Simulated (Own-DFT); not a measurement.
# A layer strained by its substrate: diamond-structure SiGeSn with randomly placed atoms, 64 atoms (Ge52Si8Sn4)

No measurement is shown. These are fixed-geometry runs of a retired plane-wave code named Own-DFT, which no person has reviewed; spin and spin-orbit coupling are neglected.

Common settings: PBE; PseudoDojo norm-conserving scalar-relativistic files; cutoff 49 hartree; 3 x 3 x 3 k mesh centred on Gamma; Fermi-Dirac smearing of 0.1 eV.

Caveats: forces on such cells moved up to 12 meV/angstrom on a denser k mesh; stress not checked against mesh or cutoff.

Unstrained cell vectors in Å: (11.363, 0.000, 0.000); (0.000, 11.363, 0.000); (0.000, 0.000, 11.363). The unstrained cell has measured lattice constants (interpolated for alloys), not those of this functional. That, the random moves and any unrelaxed bonds set the pressure at no strain. Each run strains x and y alike by e, as a substrate would, and holds the height along z. All atoms carry random offsets, Gaussian with a width of 0.05 Å per axis. The random placing of the alloy's atoms differs from row to row. Stress is positive in tension.

```
e (%)  u (Å)  (s_xx + s_yy)/2 (GPa)  s_zz (GPa)
-2.75  0.043                  -9.90       -7.86
-2.50  0.049                  -9.57       -8.20
-2.00  0.046                  -8.44       -7.08
-1.25  0.045                  -6.71       -5.96
-1.00  0.046                      ?           ?
-0.50  0.053                  -5.59       -5.23
 1.50  0.051                  -2.13       -3.08
 1.75  0.054                  -1.73       -2.95
 2.25  0.053                  -1.12       -2.53
 2.50  0.046                  -0.53       -1.94
```

## Working it out

With e as a fraction, the in-plane stress is -4.6 + 176 e - 717 e² GPa (errors 2 and 187, scatter 0.13), and s_zz is -4.7 + 113 e - 498 e² GPa (slope ± 4, scatter 0.25). At e = 0 the first slope is C11 + C12 and the second 2 C12, both with the ions held to the strained lattice and at the cell's own pressure. The term in e² is negative: the layer stiffens under compression and softens under tension. A free layer would change its height as e changes, and the in-plane slope would drop by 2 C12²/C11 to the biaxial modulus. At fixed height, a misfit of 1 % moves the in-plane stress by about 1.8 GPa and s_zz by 1.1 GPa.

## The run left out

The question: what are the two stresses at e = -1.00 %?

Estimate: -6.4 and -5.8 GPa. The run itself gave -6.40 and -5.69 GPa.
